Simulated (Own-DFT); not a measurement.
# Which arrangement is lower? C36Si36, 72 atoms

Everything here is calculated. The program is Own-DFT (plane waves, in-house, since retired, never reviewed by a person); positions were held fixed, and spin and spin-orbit coupling were off.

Common settings: PBE; PseudoDojo norm-conserving scalar-relativistic files; cutoff 42 hartree; 4 x 4 x 3 k mesh centred on Gamma; Fermi-Dirac smearing of 0.1 eV.

Keep in mind: forces on such cells passed a denser k mesh, each cell not checked; stress not checked against mesh or cutoff.

All cells hold the same atoms in the same cell, with vectors in Å (9.248, 0.000, 0.000); (-4.624, 8.009, 0.000); (0.000, 0.000, 10.068). u is the rms random offset of the atoms per axis. E is the free energy of the cell above the lowest run. The arrangements:

- A: 2H SiC
- B: 4H SiC

| arrangement | u (Å) | E (eV) | P (GPa) |
|---|---|---|---|
| A | 0.0280 | 0.394 | 3.88 |
| A | 0.0309 | 0.495 | 3.85 |
| A | 0.0328 | 0.713 | 3.97 |
| A | 0.0586 | 7.329 | 6.21 |
| A | 0.0613 | 7.374 | 6.23 |
| A | 0.0627 | 8.649 | 6.67 |
| B | 0.0294 | 0.393 | 3.85 |
| B | 0.0299 | 0.295 | 3.80 |
| B | 0.0301 | 0.000 | 3.67 |
| B | 0.0578 | 6.582 | 6.01 |
| B | 0.0646 | 9.841 | 6.96 |
| B | 0.0655 | 9.410 | 6.73 |

Q: once the cost of the random moves is taken out, how do the arrangements rank?

## Answer

Fit E = a + b u², with one b for all and one a for each arrangement, and with residuals divided by u², since the noise grows with the moves. Then b = 2646 eV/Å², the scatter at u = 0.04 Å is 0.33 eV, and against A:

- B: -0.20 ± 0.15 eV (not told apart from A)

The cells share one lattice and weren't relaxed, which can shift such small differences either way.
